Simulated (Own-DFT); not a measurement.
SiC (2H silicon carbide, strained, atoms displaced) (calculated)

Computed with Own-DFT development build. A calculation, not a measurement: plane-wave PBE density functional theory by an unreviewed code, no spin, of a simulated periodic cell, stress positive in tension, free energy of the whole cell less one offset for each atom, forces on such cells passed a denser k mesh, this cell's mesh not checked; offsets are fitted by least squares, one for each functional and potential file, so energies compare only between cells with the same atoms and settings and are not formation energies; the far tail of each file's local potential was reset to the Coulomb form; each entry is a single point on an unrelaxed cell, so the pressure reflects the starting lattice, mostly measured values (interpolated for alloys), from which strain is counted, and rises with the displacements; printed positions are rounded, which can move forces by about a meV/angstrom; the program, named Own-DFT, is a retired in-house code; no spin-orbit coupling.

Common to all runs: functional PBE; potential files PseudoDojo norm-conserving, scalar-relativistic, standard set; wave cutoff 42 hartree; occupations Fermi-Dirac; smearing width 0.1 eV; hardware one NVIDIA H100; k mesh 5 x 5 x 3 centred on Gamma.

(1) SiC (2H silicon carbide, strained, atoms displaced)

```xyz
32
Lattice="6.2048 0.0938 0.0011 -3.0212 5.2944 0.0214 0.0018 0.0413 9.9354" Properties=species:S:1:pos:R:3 SiC
Si    -2.9242     5.2906     0.0485
Si    -0.0075     1.7662     2.5442
C      6.1528     0.1546     1.8608
C     -0.0124     1.7314     4.3529
Si     6.1686     0.1483     4.9970
Si     0.0010     1.8143     7.4330
C      0.0692     0.0501     6.8037
C      0.0738     1.8479     9.2566
Si    -1.4534     2.7165     9.8681
Si    -1.5379     4.4368     2.5266
C      4.6111     2.7032     1.8411
C     -1.4328     4.4145     4.3035
Si    -1.4787     2.6531     4.8808
Si    -1.4587     4.4502     7.4992
C      4.7138     2.7048     6.7854
C     -1.5430     4.4127     9.3008
Si     0.0886     5.2924     0.1535
Si     3.1546     1.7719     2.5244
C      0.1277     5.3212     1.9134
C      3.2084     1.8454     4.3105
Si     3.0923     0.0894     4.9120
Si     3.0137     1.8640     7.5295
C      0.1500     5.3464     6.8231
C      3.1884     1.9074     9.2785
Si     1.5320     2.7482     9.9331
Si     1.7184     4.4521     2.5564
C      1.6285     2.6077     1.8433
C      1.6315     4.4081     4.3228
Si     1.6624     2.7987     5.0205
Si     1.6009     4.5441     7.5539
C      1.6272     2.6687     6.7964
C      1.6034     4.5322     9.2590
```

* free energy of cell above offsets: -1.627 eV
* pressure: 8.09 GPa
* stress xx: 0.8 GPa
* stress yy: -3.17 GPa
* stress zz: -21.9 GPa
* stress yz: 2.84 GPa
* stress xz: -1.14 GPa
* stress xy: 7.3 GPa
* wall time: 128 s

Force:
```csv
element,x (eV/Å),y (eV/Å),z (eV/Å)
Si,-2.824,0.728,-1.145
Si,0.426,1.348,-1.75
C,1.129,-1.154,0.291
C,1.857,1.418,0.175
Si,0.958,-1.966,-0.748
Si,1.019,-0.216,-1.23
C,-1.173,-0.719,1.517
C,-0.186,-0.898,1.27
Si,-1.471,-1.971,1.276
Si,1.011,-0.557,-1.967
C,1.545,1.075,0.229
C,-0.99,1.124,1.846
Si,-0.379,0.25,1.963
Si,0.557,-0.653,-2.765
C,-1.507,1.435,0.617
C,2.292,1.536,1.394
Si,0.153,1.37,-3.835
Si,-0.441,0.619,-2.102
C,-0.617,-1.097,1.707
C,-1.304,0.174,1.33
Si,0.465,-0.887,0.767
Si,3.514,-1.312,-2.59
C,-1.937,0.62,0.38
C,-1.238,-0.942,2.747
Si,2.313,-0.049,-0.46
Si,-1.573,-1.078,-2.646
C,-1.168,1.123,1.202
C,0.258,2.856,1.686
Si,-0.553,-3.394,-1.211
Si,1.386,-0.722,-4.387
C,-1.964,1.937,1.549
C,0.443,0,4.891
```

(2) SiC (2H silicon carbide, strained, atoms displaced)

```xyz
32
Lattice="6.0578 0.0933 0.0497 -2.9481 5.2264 -0.0171 0.0811 0.0145 9.9470" Properties=species:S:1:pos:R:3 SiC
Si     0.1668     0.0861     9.9042
Si     0.1202     1.7714     2.4320
C      3.1107     5.3168     1.9172
C      0.1490     1.8472     4.3596
Si     6.0657     0.1260     5.0197
Si     0.0961     1.6977     7.4295
C      0.0512     0.0805     6.7260
C      0.1352     1.8020     9.4209
Si    -1.4671     2.6501     0.0038
Si    -1.3462     4.4419     2.4266
C      4.5912     2.6374     1.9968
C     -1.3292     4.3731     4.3427
Si     4.6155     2.6961     5.0343
Si    -1.3317     4.3366     7.3225
C     -1.3563     2.6601     6.7750
C     -1.4095     4.3143     9.2711
Si     3.0708     0.0548     0.0264
Si     3.0942     1.7986     2.4162
C      0.1152     5.2640     1.9430
C      2.9959     1.7302     4.3692
Si     0.1560     5.2529     4.9982
Si     2.9909     1.7589     7.4993
C      3.1529     0.0716     6.8358
C      3.1340     1.7686     9.4591
Si     1.5237     2.7369     0.0319
Si     1.6687     4.4095     2.5477
C      1.5535     2.6556     1.9187
C      1.6999     4.4185     4.3611
Si     1.5787     2.6797     4.9936
Si     1.6452     4.4576     7.5179
C      1.5617     2.7458     6.9081
C      1.7189     4.3315     9.2942
```

* free energy of cell above offsets: -1.273 eV
* pressure: 15.95 GPa
* stress xx: -15.15 GPa
* stress yy: -18.42 GPa
* stress zz: -14.28 GPa
* stress yz: 1.17 GPa
* stress xz: 2.44 GPa
* stress xy: 4.84 GPa
* wall time: 119.9 s

Force:
```csv
element,x (eV/Å),y (eV/Å),z (eV/Å)
Si,-1.766,-2.017,1.359
Si,-1.865,-0.808,2.37
C,1.432,0.246,-1.241
C,-2.304,-1.986,-0.855
Si,2.311,0.614,-2.592
Si,-0.257,2.875,1.139
C,0.328,-2.597,3.169
C,-0.257,0.057,-2.43
Si,-0.865,-1.689,0.994
Si,-2.303,-2.589,2.213
C,1.222,2.664,-2.237
C,-1.529,-0.065,0.199
Si,-0.393,-0.015,-2.478
Si,-0.85,1.534,1.433
C,-1.76,-2.316,1.713
C,1.957,2.059,-0.586
Si,-0.419,-2.038,0.397
Si,-0.858,-0.288,2.853
C,1.683,0.119,-2.515
C,2.448,1.275,-0.16
Si,-0.302,0.174,-1.462
Si,2.469,1.894,0.488
C,-1.407,-0.132,0.919
C,-0.022,1.457,-1.944
Si,1.128,-2.923,1.047
Si,-0.814,-0.114,-0.451
C,1.267,1.414,-1.67
C,-0.762,0.122,0.785
Si,1.047,0.188,0.636
Si,1.114,-0.051,-1.425
C,0.327,-1.452,-0.949
C,0,4.388,1.282
```

(3) SiC (2H silicon carbide, strained, atoms displaced)

```xyz
32
Lattice="6.2618 -0.0082 -0.0006 -3.1381 5.4340 -0.0315 -0.0010 -0.0599 10.1578" Properties=species:S:1:pos:R:3 SiC
Si     0.0217     0.0404     0.0058
Si    -0.0849     1.8143     2.5298
C      0.0605     0.0299     1.9374
C     -0.0094     1.7788     4.5290
Si     0.0673    -0.0093     5.0777
Si     0.0466     1.7992     7.5867
C      3.0836     5.3435     6.9888
C      0.0754     1.6953     9.4736
Si    -1.5756     2.6717    10.1410
Si    -1.6051     4.4506     2.5091
C      4.6036     2.5921     2.0222
C     -1.5112     4.4983     4.3992
Si    -1.5380     2.6869     5.1110
Si    -1.5746     4.4550     7.6480
C      4.7284     2.6041     6.9885
C     -1.5862     4.4655     9.5416
Si    -0.0475     5.3010    10.1236
Si     3.0807     1.7211     2.4714
C      0.0118     5.3774     1.8564
C      3.1256     1.8130     4.4694
Si    -0.0843     5.3750     4.9134
Si     3.2093     1.7675     7.5447
C      3.0513    -0.0116     6.9623
C      3.0210     1.6842     9.5875
Si     1.6755     2.5992    10.1059
Si     1.5952     4.4910     2.4856
C      1.5991     2.6791     1.9614
C      1.6539     4.5104     4.4615
Si     1.5738     2.7634     5.0993
Si     1.5690     4.4431     7.5301
C      1.5646     2.7491     6.9096
C      1.5187     4.4370     9.4898
```

- free energy of cell above offsets: -2.840 eV
- pressure: -3.57 GPa
- stress xx: 3.96 GPa
- stress yy: 4.97 GPa
- stress zz: 1.79 GPa
- stress yz: -2.12 GPa
- stress xz: 0.12 GPa
- stress xy: -0.4 GPa
- wall time: 126.8 s

Force:
```csv
element,x (eV/Å),y (eV/Å),z (eV/Å)
Si,-1.011,-1.046,-0.058
Si,2.115,-0.4,1.399
C,-1.004,-0.684,-0.619
C,0.662,0.676,-1.278
Si,-0.576,-0.264,0.765
Si,0.168,-1.365,-0.033
C,1.647,0.729,-0.531
C,-0.992,1.651,0.807
Si,0.054,-1.56,0.484
Si,0.694,0.459,0.05
C,1.156,1.912,-2.726
C,-2.167,-1.236,-0.26
Si,-0.657,-0.429,-0.949
Si,-0.241,0.622,-1.119
C,0.359,1.652,0.427
C,-0.439,-0.807,-0.153
Si,1.156,0.43,0.084
Si,-0.319,-0.017,2.368
C,-0.548,-0.949,0.431
C,-0.159,-0.617,-0.676
Si,3.364,1.957,2.563
Si,-2.374,-0.737,0.995
C,0.883,-1.066,-0.15
C,4.625,-0.739,-2.363
Si,-4.112,2.259,1.711
Si,0.285,0.13,0.85
C,-1.504,0.207,-1.656
C,-1.536,0.519,-1.362
Si,0.181,-1.277,-1.792
Si,-1.336,1.846,1.159
C,0.545,-1.867,1.628
C,1.084,0.009,0.004
```

(4) SiC (2H silicon carbide, strained, atoms displaced)

```xyz
32
Lattice="6.0515 -0.0868 0.0363 -3.1010 5.3367 -0.0017 0.0594 0.0311 10.0636" Properties=species:S:1:pos:R:3 SiC
Si     0.0902     0.1059    10.0266
Si    -0.0317     1.8530     2.5773
C      2.9803     5.1916     1.9734
C      0.0157     1.7167     4.3672
Si     2.9613     5.2167     5.0707
Si     0.0373     1.7861     7.5923
C      2.9258     5.2363     6.9830
C      0.0046     1.7441     9.4744
Si    -1.5432     2.7560     0.0741
Si    -1.5260     4.4815     2.5642
C     -1.4560     2.6467     1.8650
C     -1.5278     4.3908     4.4327
Si     4.5099     2.5867     5.1543
Si    -1.5752     4.5599     7.6114
C     -1.4944     2.7096     6.9089
C     -1.4836     4.4306     9.4757
Si    -0.0872     5.3108    10.0170
Si     2.9802     1.7384     2.5465
C     -0.1138     5.2982     1.9078
C      3.0622     1.8023     4.4553
Si    -0.0125     5.2642     5.0578
Si     3.0484     1.7592     7.7265
C     -0.0588     5.2997     6.8634
C      3.0691     1.7775     9.4493
Si     1.5803     2.5949    10.0530
Si     1.4638     4.4085     2.5013
C      1.4630     2.6417     1.9318
C      1.5654     4.4082     4.4252
Si     1.4470     2.6973     5.1188
Si     1.4504     4.4319     7.6730
C      1.5972     2.6777     6.8573
C      1.5806     4.4230     9.4426
```

- free energy of cell above offsets: -1.511 eV
- pressure: 12.33 GPa
- stress xx: -15.02 GPa
- stress yy: -9.31 GPa
- stress zz: -12.65 GPa
- stress yz: 2.55 GPa
- stress xz: 0.13 GPa
- stress xy: -8.48 GPa
- wall time: 121.5 s

Force:
```csv
element,x (eV/Å),y (eV/Å),z (eV/Å)
Si,-0.234,-2.982,2.835
Si,0.699,-2.862,-0.821
C,0.538,2.219,-1.612
C,-0.506,1.256,2.529
Si,2.384,1.275,0.595
Si,-0.369,0.486,-1.613
C,1.044,1.521,-0.037
C,0.499,3.113,-1.049
Si,0.539,-2.748,-0.642
Si,-1.779,-1.928,0.344
C,-2.34,1.382,0.917
C,0.098,0.818,0.104
Si,1.174,-0.312,-1.75
Si,0.4,-2.422,-1.926
C,0.106,0.15,2.993
C,-2.003,1.331,-1.533
Si,3.545,0.814,2.319
Si,0.928,0.314,0.807
C,2.016,1.062,-1.125
C,-1.854,-1.824,-0.492
Si,-0.038,1.629,-1.338
Si,0.521,0.087,-6.21
C,0.473,0.914,3.536
C,0.466,-0.822,2.707
Si,-1.563,1.82,1.517
Si,-0.449,-0.145,0.878
C,1.025,0.034,-1.353
C,-3.336,-0.808,-0.863
Si,1.443,-1.585,-3.146
Si,-0.38,-0.833,-3.178
C,-1.223,-0.427,4.8
C,-1.824,-0.527,1.807
```

(5) SiC (2H silicon carbide, strained, atoms displaced)

```xyz
32
Lattice="6.0791 -0.1000 0.0652 -3.1262 5.3898 -0.0263 0.1065 0.0118 9.9831" Properties=species:S:1:pos:R:3 SiC
Si     0.0380     0.0462     0.0242
Si     0.0359     1.7881     2.5314
C      2.9818     5.2453     1.9438
C     -0.0130     1.8206     4.4032
Si     6.1180    -0.0868     5.0590
Si     0.0679     1.7853     7.4948
C      3.0490     5.2402     6.8264
C      0.0324     1.8181     9.3452
Si    -1.5574     2.6920     0.0193
Si    -1.5984     4.4458     2.4389
C     -1.4355     2.6883     1.8630
C     -1.4900     4.4879     4.3905
Si     4.5365     2.5944     5.0445
Si    -1.5528     4.4217     7.5238
C     -1.4466     2.7552     6.8112
C     -1.5723     4.4951     9.3532
Si     3.1681    -0.0005    10.0051
Si     3.0504     1.7890     2.5089
C     -0.1171     5.3029     1.8465
C      3.0756     1.6444     4.4027
Si    -0.0383     5.2964     5.0227
Si     3.0682     1.6989     7.4889
C      0.0046     5.3158     6.8771
C      3.1403     1.6452     9.4302
Si     1.4046     2.7008     0.0603
Si     1.5381     4.4833     2.5082
C      1.4736     2.5995     1.9114
C      1.5115     4.4695     4.2917
Si     1.5571     2.6634     4.9484
Si     1.5691     4.4277     7.4629
C      1.4331     2.6137     6.9096
C      1.5692     4.4286     9.4153
```

- free energy of cell above offsets: -2.682 eV
- pressure: 10.41 GPa
- stress xx: -13.01 GPa
- stress yy: -5.44 GPa
- stress zz: -12.78 GPa
- stress yz: 1.7 GPa
- stress xz: 4.54 GPa
- stress xy: -8.63 GPa
- wall time: 120.1 s

Force:
```csv
element,x (eV/Å),y (eV/Å),z (eV/Å)
Si,-1.32,-0.359,-0.213
Si,-1.129,-1.168,0.746
C,1.58,2.083,-1.208
C,0.576,-0.752,-0.51
Si,1.107,0.213,-1.459
Si,-3.132,-1.648,-0.086
C,0.313,1.06,2.076
C,0.561,-0.374,0.667
Si,-0.775,0.16,-0.989
Si,1.26,0.239,1.743
C,-1.546,-0.105,0.104
C,-2.508,-0.923,-1.465
Si,0.579,0.599,-0.329
Si,0.645,1.198,-1.192
C,-1.086,-2.021,1.262
C,1.652,-0.53,0.509
Si,-0.561,-2.545,0.338
Si,-0.057,-2.244,-0.069
C,1.885,1.434,0.55
C,-0.62,1.65,-0.14
Si,1.02,0.382,-0.397
Si,0.288,0.636,0.649
C,-0.052,0.047,0.353
C,-1.117,3.456,-1.113
Si,1.722,-1.409,-0.897
Si,-3.801,-1.787,-0.947
C,1.879,2.016,-0.131
C,-0.038,-0.924,2.626
Si,-0.472,-0.223,0.829
Si,-1.44,-0.703,1.296
C,4.695,1.805,-1.781
C,-0.107,0.734,-0.824
```
